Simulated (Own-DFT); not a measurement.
## Calculated data, InGa3P4 (zincblende random alloy, strained, atoms displaced)

All values are calculated (Own-DFT development build). A calculation, not a measurement: plane-wave PBE density functional theory by an unreviewed code, no spin, of a simulated periodic cell, stress positive in tension, free energy of the whole cell less one offset for each atom, forces on such cells passed a denser k mesh, this cell's mesh not checked; offsets are fitted by least squares, one for each functional and potential file, so energies compare only between cells with the same atoms and settings and are not formation energies; the far tail of each file's local potential was reset to the Coulomb form; each entry is a single point on an unrelaxed cell, so the pressure reflects the starting lattice, mostly measured values, from which strain is counted, and rises with the displacements; printed positions are rounded, which can move forces by about a meV/angstrom; the program is a retired in-house code; no spin-orbit coupling.

Common to all runs: functional PBE; potential files PseudoDojo norm-conserving, scalar-relativistic, standard set; wave cutoff 42 hartree; occupations Fermi-Dirac; smearing width 0.1 eV; k mesh 3 x 3 x 3 centred on Gamma.

(1) InGa3P4 (zincblende random alloy, strained, atoms displaced)

```xyz
64
Lattice="11.3066 0.0000 0.0000 0.0000 11.3066 0.0000 0.0000 0.0000 10.9332" Properties=species:S:1:pos:R:3 InGa3P4
In    11.2177     0.0335    10.8199
Ga     0.0864     2.7816     2.6586
Ga     2.8838     0.0447     2.7090
Ga     2.8318     2.8025    10.9059
P      1.3783     1.4894     1.3249
P      1.5350     4.1474     4.0880
P      4.3082     1.4746     4.0861
P      4.3406     4.2086     1.4637
Ga    11.2909     0.0508     5.3851
Ga    11.2799     2.8616     8.1470
In     2.8614    11.2915     8.2060
In     2.8269     2.7362     5.4402
P      1.4118     1.4213     6.8834
P      1.4955     4.2755     9.5236
P      4.2531     1.3642     9.5387
P      4.2446     4.2387     6.8810
Ga    11.2448     5.6763     0.0078
Ga     0.0019     8.5141     2.6926
In     2.8834     5.5545     2.7499
Ga     2.8427     8.4818    10.8713
P      1.4316     7.1158     1.3687
P      1.4680     9.8978     4.1377
P      4.2783     6.9969     4.0673
P      4.2677     9.9371     1.3660
Ga    11.2567     5.6612     5.5404
In    11.2237     8.4619     8.1985
Ga     2.8907     5.7380     8.3452
Ga     2.8932     8.4636     5.4536
P      1.4028     7.1303     6.7745
P      1.4708     9.8298     9.6309
P      4.2525     7.0823     9.6416
P      4.3168     9.8821     6.8306
Ga     5.6609     0.0276    10.8824
In     5.7299     2.8077     2.7408
Ga     8.5057     0.0333     2.7143
In     8.5171     2.8983     0.0097
P      7.0318     1.4726     1.3538
P      7.0713     4.2850     4.1234
P      9.9147     1.4167     4.0771
P      9.7898     4.2963     1.5202
Ga     5.7067    11.2867     5.4401
Ga     5.6083     2.8645     8.1992
Ga     8.5391     0.0755     8.1556
Ga     8.4006     2.7979     5.5335
P      7.0697     1.4070     6.7874
P      7.0182     4.2790     9.5865
P      9.9396     1.4033     9.4493
P      9.8860     4.2354     6.8526
Ga     5.6324     5.7879     0.0549
Ga     5.6356     8.5548     2.6708
In     8.4471     5.6085     2.7831
Ga     8.5187     8.4383    10.8949
P      7.1078     7.0515     1.4836
P      7.0439     9.8498     4.0816
P      9.9128     7.0716     4.0393
P      9.9257     9.9514     1.3914
Ga     5.6242     5.6775     5.5844
Ga     5.5309     8.3851     8.1996
Ga     8.3660     5.7150     8.2158
Ga     8.4606     8.4995     5.4479
P      6.9751     7.1317     6.7600
P      7.1305     9.9480     9.5615
P      9.7496     6.9880     9.6602
P      9.9734     9.8774     6.8778
```

Results for InGa3P4 (zincblende random alloy, strained, atoms displaced): free energy of cell above offsets -29.386 eV; pressure 2.76 GPa; stress xx -2.09 GPa; stress yy -2.19 GPa; stress zz -4 GPa; stress yz 0.44 GPa; stress xz 0.13 GPa; stress xy 0.7 GPa.

Force:
```
element  x (eV/Å)  y (eV/Å)  z (eV/Å)
     In      1.41    -0.656     0.979
     Ga    -0.774     0.975     1.005
     Ga    -0.424     0.015     0.301
     Ga     0.501     0.475     0.228
      P     1.251    -0.561    -0.013
      P    -3.441     0.617     0.095
      P    -0.049    -2.824     0.203
      P    -0.534     0.317    -3.353
     Ga     0.451     -0.46     0.666
     Ga     0.692     0.123     0.159
     In    -0.601    -0.746     -0.32
     In     0.413     0.261     1.141
      P    -1.846    -0.275    -0.311
      P    -1.004    -0.216     0.584
      P     0.998     1.623     1.114
      P     0.073     0.902      0.54
     Ga     0.508    -0.387     0.531
     Ga     0.391     0.122     0.379
     In    -0.792     1.079    -0.544
     Ga    -0.009     0.094     1.215
      P    -0.512     0.041    -0.683
      P    -0.095     0.247     -0.55
      P     0.874     1.637     1.088
      P    -0.291    -0.054    -0.651
     Ga     0.601    -0.147    -0.855
     In     0.945     -1.13     1.472
     Ga    -0.509    -0.328    -1.445
     Ga     0.128     0.007    -0.242
      P     1.105     -1.29     0.117
      P    -0.052    -0.286    -0.134
      P    -0.014     0.216    -0.039
      P     0.221    -0.688    -0.853
     Ga     0.397    -0.203     0.378
     In     0.272     0.501     0.778
     Ga    -0.501    -0.139     0.092
     In     0.162    -0.536    -0.492
      P     1.126    -2.614    -0.834
      P    -0.691    -0.703     2.778
      P    -0.336     0.475    -0.024
      P     3.858    -1.523    -1.796
     Ga    -0.194    -0.036    -0.204
     Ga     0.475     -0.22     0.182
     Ga    -0.432    -0.746    -0.329
     Ga      0.76     0.593    -0.836
      P    -0.429    -0.119     0.803
      P    -0.924     0.804    -0.759
      P     -1.03     1.631    -1.124
      P    -0.691     0.345      0.06
     Ga     0.577    -1.058     0.543
     Ga     0.102     -0.74     0.526
     In    -0.248     1.342     1.124
     Ga    -0.801      0.93     1.131
      P    -1.422     1.851    -1.959
      P     0.456     0.644    -0.185
      P     0.795     0.998      1.42
      P    -1.134    -1.223     0.352
     Ga    -0.089    -0.493    -0.886
     Ga     1.141     0.978     0.002
     Ga    -0.093    -0.392    -0.408
     Ga     0.518     0.042    -0.025
      P     0.782    -0.119     0.882
      P     -0.37    -0.547     -0.27
      P     0.539    -0.398    -0.624
      P    -2.189     1.975     -2.12
```

(2) InGa3P4 (zincblende random alloy, strained, atoms displaced)

```xyz
64
Lattice="11.3066 0.0000 0.0000 0.0000 11.3066 0.0000 0.0000 0.0000 10.9332" Properties=species:S:1:pos:R:3 InGa3P4
Ga    11.3054     0.0351    10.8875
In     0.0439     2.7293     2.7632
Ga     2.8578     0.0674     2.8046
In     2.8443     2.8038    10.9121
P      1.4683     1.4588     1.3913
P      1.4775     4.2276     4.0011
P      4.2622     1.4028     4.0172
P      4.2668     4.2706     1.3659
Ga    11.2991     0.0820     5.3852
Ga    11.3003     2.8094     8.1194
Ga     2.8070     0.0379     8.2738
In     2.8123     2.8285     5.3932
P      1.4718     1.4534     6.7806
P      1.5460     4.1278     9.6365
P      4.2821     1.4657     9.5808
P      4.2477     4.1528     6.7813
In    11.2777     5.5196     0.0294
Ga    11.2909     8.5526     2.8118
Ga     2.8120     5.6542     2.6969
Ga     2.9392     8.4366     0.0152
P      1.4532     7.0074     1.4299
P      1.4245     9.8260     4.0721
P      4.2583     6.9711     4.0980
P      4.1540     9.8918     1.3713
Ga    11.2906     5.6621     5.4744
Ga    11.1917     8.5424     8.1593
In     2.7604     5.6084     8.2607
Ga     2.8598     8.4943     5.5754
P      1.4237     7.0300     6.8032
P      1.3787     9.8232     9.5948
P      4.2233     7.0738     9.5504
P      4.2817    10.0305     6.7871
Ga     5.6961     0.0948    10.9163
Ga     5.7220     2.9069     2.7445
Ga     8.4871     0.1496     2.6618
Ga     8.4639     2.9698    10.8793
P      7.1138     1.4353     1.4189
P      7.1046     4.2011     4.0138
P      9.9376     1.4773     4.1327
P      9.9299     4.3153     1.3944
Ga     5.6401     0.0492     5.4391
Ga     5.5927     2.8102     8.2279
Ga     8.4393     0.0487     8.2797
In     8.4594     2.8855     5.5185
P      7.1227     1.4425     6.8264
P      7.0937     4.2630     9.5756
P      9.8081     1.3542     9.6070
P      9.9968     4.2595     6.8021
In     5.6474     5.6646    10.9152
Ga     5.5443     8.4689     2.6905
Ga     8.4640     5.6666     2.7615
Ga     8.4873     8.4318    10.9210
P      7.0645     6.9918     1.3549
P      7.0582     9.8389     4.0997
P      9.9566     7.0530     4.0043
P      9.8826     9.9270     1.4016
Ga     5.6078     5.5776     5.4670
Ga     5.6056     8.4920     8.1732
Ga     8.5197     5.6190     8.2443
In     8.5319     8.4357     5.5057
P      7.1955     7.0953     6.7548
P      6.9991     9.8450     9.5822
P      9.9276     7.0105     9.5289
P      9.9259     9.9019     6.7560
```

The calculation gives: free energy of cell above offsets -28.945 eV; pressure 2.86 GPa; stress xx -2.3 GPa; stress yy -2.13 GPa; stress zz -4.16 GPa; stress yz 1.19 GPa; stress xz -0.12 GPa; stress xy -0.71 GPa.

Force:
```
element  x (eV/Å)  y (eV/Å)  z (eV/Å)
     Ga     0.258    -0.449     0.666
     In    -0.383     1.407    -0.642
     Ga    -0.653    -1.012    -0.745
     In     1.422    -0.642     1.761
      P    -0.043     -2.73    -0.543
      P    -0.714     2.066     0.525
      P     1.299    -0.031    -0.054
      P    -0.206    -0.509     1.543
     Ga     0.631    -0.889     0.476
     Ga     0.351    -0.395     0.736
     Ga    -0.067    -0.371    -0.342
     In     0.518    -0.113    -0.431
      P     -1.46    -1.503     1.351
      P    -3.441     0.343    -1.943
      P     0.735    -1.592    -0.834
      P     1.383      0.85     0.987
     In     1.798     1.643    -1.154
     Ga     0.223    -0.478    -1.108
     Ga     0.537    -0.097     0.336
     Ga    -1.207    -0.014     0.238
      P     0.052     1.462    -0.301
      P     0.464     1.046     0.843
      P    -0.384     0.675     0.225
      P     0.767     0.722    -0.116
     Ga     0.771      0.15    -0.935
     Ga     0.842    -0.531     0.015
     In     0.726      0.19    -1.015
     Ga     0.119    -0.169    -0.769
      P    -1.084      1.18    -0.228
      P     0.327     0.353    -0.156
      P     0.289     1.421     -0.49
      P    -0.602    -0.751     0.823
     Ga     -0.12    -0.798     0.485
     Ga    -0.717    -0.713     -0.68
     Ga     0.413    -1.432     1.171
     Ga     0.551    -0.869     0.958
      P    -0.643     1.064    -1.153
      P    -0.731     1.461     0.318
      P    -1.282    -1.922     0.217
      P    -2.809    -1.955      1.33
     Ga     0.832    -0.107    -0.478
     Ga     0.982     0.244    -0.606
     Ga    -0.179    -1.009    -0.716
     In     0.557     0.117    -0.412
      P     -1.77    -1.225     1.342
      P     0.115    -0.859    -1.529
      P     0.732     1.243    -0.207
      P     0.008     0.826     1.173
     In    -0.072     0.013    -0.171
     Ga     0.724    -0.092     0.309
     Ga      0.23     0.137    -0.482
     Ga     0.001     0.088     0.227
      P     0.983      1.77     1.139
      P    -0.722     1.321    -1.042
      P     0.171    -0.815     0.241
      P     0.068    -0.017    -0.429
     Ga     0.841     0.353    -0.126
     Ga      0.35    -0.037    -0.439
     Ga     -0.08     0.318    -0.706
     In      0.81      0.93    -1.923
      P    -2.912    -2.632     2.459
      P     0.462     0.352     0.006
      P    -0.635     1.106    -0.297
      P     0.571     1.904     1.304
```

(3) InGa3P4 (zincblende random alloy, strained, atoms displaced)

```xyz
64
Lattice="11.3066 0.0000 0.0000 0.0000 11.3066 0.0000 0.0000 0.0000 10.9332" Properties=species:S:1:pos:R:3 InGa3P4
Ga    11.2487    11.2623     0.0122
Ga     0.0139     2.8593     2.7224
Ga     2.8200     0.0083     2.7796
Ga     2.7755     2.8530     0.0234
P      1.3870     1.4464     1.4217
P      1.3414     4.1689     4.1371
P      4.2890     1.4638     4.0968
P      4.2008     4.2721     1.3781
Ga    11.2873     0.0046     5.4074
Ga    11.2985     2.7380     8.2939
In     2.8613    11.2592     8.1823
Ga     2.8040     2.8640     5.4887
P      1.4242     1.3539     6.8739
P      1.4422     4.2807     9.5771
P      4.2788     1.4853     9.6089
P      4.4014     4.1897     6.8430
Ga     0.0672     5.6427    10.9230
Ga    11.3012     8.4848     2.7336
Ga     2.8660     5.5688     2.6068
Ga     2.7972     8.5169     0.0347
P      1.3932     7.0716     1.4506
P      1.3026    10.0176     4.1540
P      4.1873     7.0783     4.2784
P      4.2110     9.8595     1.3128
Ga    11.2358     5.6097     5.4645
Ga    11.2686     8.4788     8.1539
Ga     2.8350     5.6604     8.2201
Ga     2.8747     8.4878     5.3785
P      1.4310     7.0631     6.8527
P      1.3308     9.8338     9.5972
P      4.2936     7.1579     9.5923
P      4.1906     9.8333     6.8912
Ga     5.6318    11.2549     0.0900
Ga     5.6922     2.8506     2.6937
In     8.4431     0.1187     2.7141
In     8.4619     2.7459    10.8974
P      7.1073     1.3928     1.3356
P      7.0358     4.2223     4.1122
P      9.8884     1.3225     4.0875
P      9.8136     4.1661     1.3629
Ga     5.6368     0.0463     5.4094
Ga     5.6279     2.8493     8.2493
Ga     8.4630     0.1078     8.1494
Ga     8.3777     2.9699     5.5131
P      7.0818     1.4276     6.7952
P      7.0790     4.1965     9.5651
P      9.9398     1.4689     9.5878
P      9.9795     4.3165     6.8121
In     5.5921     5.6482    10.8695
Ga     5.6770     8.5553     2.7492
Ga     8.5002     5.6865     2.7301
In     8.4525     8.4966     0.0042
P      7.1043     7.0555     1.3525
P      6.9847     9.8913     4.0383
P      9.9000     7.1075     4.0449
P      9.8917     9.9798     1.3771
In     5.6956     5.7202     5.4070
Ga     5.6782     8.5011     8.1677
In     8.5520     5.6778     8.1591
In     8.4413     8.4234     5.4835
P      7.0512     7.0348     6.8199
P      7.0638     9.8274     9.5320
P      9.8258     7.0456     9.6343
P      9.8220     9.9252     6.8094
```

Results for InGa3P4 (zincblende random alloy, strained, atoms displaced): free energy of cell above offsets -29.186 eV; pressure 2.83 GPa; stress xx -2.26 GPa; stress yy -2.19 GPa; stress zz -4.06 GPa; stress yz -0.03 GPa; stress xz -0.1 GPa; stress xy 0.76 GPa.

Force:
```
element  x (eV/Å)  y (eV/Å)  z (eV/Å)
     Ga     0.759      0.46    -0.047
     Ga    -0.721    -0.488     0.249
     Ga     0.078     0.189    -0.213
     Ga     0.145    -0.307     0.068
      P     0.202    -0.427    -0.624
      P      0.67     0.839    -0.343
      P     -0.59     0.012    -0.178
      P     0.174    -1.679     0.102
     Ga    -0.678      0.61     1.338
     Ga     0.866     0.949    -1.061
     In    -0.396     0.469     1.567
     Ga     0.285    -0.298     0.335
      P    -1.181     1.346    -1.181
      P    -0.152     -0.46    -0.153
      P     0.133     -0.16     0.818
      P    -2.154     -0.01     0.426
     Ga    -0.819     0.131     0.409
     Ga    -0.015     0.689     0.045
     Ga    -1.042     0.977     1.983
     Ga    -0.366    -0.547    -0.344
      P     0.424    -0.116    -0.635
      P     1.518    -1.662    -0.946
      P    -0.687     0.576    -3.575
      P     -0.15     0.308     1.098
     Ga     1.131      1.02    -0.592
     Ga    -0.251    -0.236     0.316
     Ga     0.653     0.122    -0.277
     Ga    -1.448     0.855     1.217
      P    -0.268     0.005    -0.568
      P    -0.232    -0.133     0.399
      P    -1.711     0.772     -1.25
      P     1.789    -0.749    -2.012
     Ga     0.227     0.361    -0.966
     Ga    -0.233    -0.225    -0.018
     In     0.065    -1.731     0.701
     In    -0.142      0.84    -0.051
      P    -3.251     0.392    -0.266
      P     1.077    -0.227    -1.622
      P      1.03     2.669     1.502
      P     1.576     1.539     0.902
     Ga    -0.049     -0.58     0.504
     Ga     0.692     -0.53    -0.057
     Ga     0.215    -0.646      0.39
     Ga     1.258    -0.944    -0.026
      P    -0.579     0.355     0.254
      P    -0.654    -0.063    -1.147
      P     0.456    -2.114     -0.95
      P     0.006    -2.283    -0.154
     In     0.872    -0.135     0.508
     Ga    -0.747    -1.147    -0.372
     Ga    -0.061    -0.419    -0.124
     In     0.623     0.482     0.519
      P    -0.971    -0.326     1.897
      P     -0.34     0.503     0.714
      P     0.729    -1.165    -0.261
      P     1.019    -0.905     0.103
     In    -0.204    -0.984     0.597
     Ga    -0.127    -0.228    -0.061
     In    -0.785    -0.439     0.468
     In    -0.063     0.863    -0.654
      P    -0.628      1.02     1.585
      P    -0.917     2.123     -0.84
      P     2.736     0.109    -0.254
      P     1.208     0.784     0.804
```

(4) InGa3P4 (zincblende random alloy, strained, atoms displaced)

```xyz
64
Lattice="11.3066 0.0000 0.0000 0.0000 11.3066 0.0000 0.0000 0.0000 10.9332" Properties=species:S:1:pos:R:3 InGa3P4
Ga    11.2877     0.0614    10.9041
Ga     0.0864     2.8306     2.8388
Ga     2.8077    11.2573     2.7518
Ga     2.8673     2.8136     0.0534
P      1.4425     1.4143     1.2981
P      1.3864     4.2746     4.1079
P      4.2069     1.4320     4.1392
P      4.2365     4.1702     1.3907
In     0.0919     0.0101     5.3945
In    11.2820     2.8322     8.1710
Ga     2.7188     0.0796     8.2653
In     2.8497     2.8091     5.4550
P      1.3470     1.4544     6.9385
P      1.4372     4.1980     9.6684
P      4.2238     1.3147     9.5897
P      4.2146     4.2953     6.8278
Ga    11.2597     5.5862    10.8767
Ga     0.0905     8.4840     2.8224
Ga     2.8388     5.6346     2.7314
Ga     2.8618     8.5895    10.9202
P      1.3812     7.0549     1.3205
P      1.4612     9.9450     4.1337
P      4.2936     7.0398     4.0620
P      4.2822     9.8974     1.3527
Ga     0.0122     5.6096     5.4792
Ga     0.0877     8.5394     8.2491
In     2.8591     5.7081     8.1714
Ga     2.7760     8.4809     5.5117
P      1.4425     7.0759     6.8163
P      1.4182     9.8444     9.5692
P      4.1877     7.1080     9.5274
P      4.2518     9.8984     6.8503
Ga     5.6294    11.3016    10.8852
Ga     5.6350     2.9149     2.6914
Ga     8.5084     0.0497     2.6947
Ga     8.4709     2.8099     0.0150
P      7.0583     1.4355     1.4382
P      7.0598     4.3390     4.0482
P      9.8731     1.4175     4.1364
P      9.8247     4.2217     1.3908
In     5.6889     0.1040     5.4744
In     5.5866     2.8176     8.2858
Ga     8.4550     0.0108     8.0613
Ga     8.5818     2.8054     5.4552
P      7.0529     1.4295     6.8294
P      7.0567     4.3009     9.5504
P      9.8493     1.4880     9.4492
P      9.8593     4.1372     6.9264
Ga     5.7530     5.6964    10.9118
Ga     5.6429     8.3275     2.7571
In     8.4850     5.6799     2.6897
In     8.5189     8.4495     0.0618
P      6.9701     7.1610     1.3462
P      7.1238     9.8902     4.1479
P      9.9342     7.0389     4.1599
P      9.9061     9.9777     1.4383
Ga     5.7027     5.6210     5.3588
Ga     5.6745     8.5287     8.2212
Ga     8.3805     5.6439     8.1721
Ga     8.5915     8.4611     5.4710
P      7.0096     7.0834     6.8055
P      7.0215     9.8995     9.5083
P      9.7987     7.0346     9.5321
P      9.8859     9.8824     6.8717
```

The calculation gives: free energy of cell above offsets -30.089 eV; pressure 2.61 GPa; stress xx -2.07 GPa; stress yy -1.97 GPa; stress zz -3.8 GPa; stress yz -0.81 GPa; stress xz 0.16 GPa; stress xy 0.54 GPa.

Force:
```
element  x (eV/Å)  y (eV/Å)  z (eV/Å)
     Ga    -0.329    -0.191    -0.227
     Ga    -0.808    -0.244    -1.024
     Ga     0.596     0.543     -0.62
     Ga     0.026    -0.237    -0.339
      P    -0.262     -0.13     1.001
      P    -0.091     0.599    -0.412
      P     0.457    -0.369    -2.778
      P     0.066     1.168    -0.607
     In    -1.305     0.329     1.545
     In     1.002     0.856     1.642
     Ga     0.529    -0.954    -0.466
     In    -0.872     0.513     0.815
      P     1.949    -1.417    -0.852
      P     0.219     0.304     0.226
      P    -1.181     0.081      0.88
      P     1.552     0.076    -1.108
     Ga    -0.264     0.299     0.432
     Ga    -0.382    -0.116    -0.457
     Ga    -0.155      0.29    -0.348
     Ga     -0.02    -0.913     0.297
      P     0.302     0.205     0.155
      P      1.32    -1.999    -1.309
      P    -1.202    -0.206       0.7
      P    -0.069    -0.084     0.616
     Ga    -0.427     0.121     0.531
     Ga     -1.08    -0.865    -0.565
     In     -0.86    -0.777     0.722
     Ga     1.015     0.203    -0.256
      P    -1.716      0.76    -0.721
      P     -0.07     1.157     0.503
      P     1.781     1.147     1.645
      P    -1.129    -0.264     0.585
     Ga     0.604    -0.241     0.573
     Ga     0.273    -0.726     0.825
     Ga    -0.453    -0.289     0.672
     Ga    -0.138     0.087    -0.138
      P    -0.307    -0.041    -0.832
      P    -0.371    -2.215     1.047
      P    -0.172      0.69    -1.292
      P     1.831     -1.27    -1.042
     In    -0.494    -1.519    -0.401
     In     0.191     0.292    -0.633
     Ga    -0.101    -0.102     0.869
     Ga    -1.164     0.413     0.184
      P      2.02     1.249      0.42
      P     0.779    -0.017     1.134
      P    -1.437    -2.017     1.943
      P    -1.411      2.71    -2.086
     Ga    -1.238     0.017    -0.058
     Ga     0.054     1.901     0.137
     In    -0.179     1.119    -0.104
     In    -0.112     1.287    -0.438
      P      -0.5    -1.116     0.211
      P     0.522    -0.879    -1.181
      P     0.802     0.775     0.187
      P     1.168     0.081     0.195
     Ga    -0.519      0.45     1.037
     Ga    -0.595    -0.461    -0.341
     Ga     0.306      0.31     -0.38
     Ga    -0.745     0.074     0.287
      P     0.398     -0.05    -0.206
      P     0.402     0.916     0.006
      P     1.741    -0.832     -0.95
      P     0.253    -0.481     0.145
```
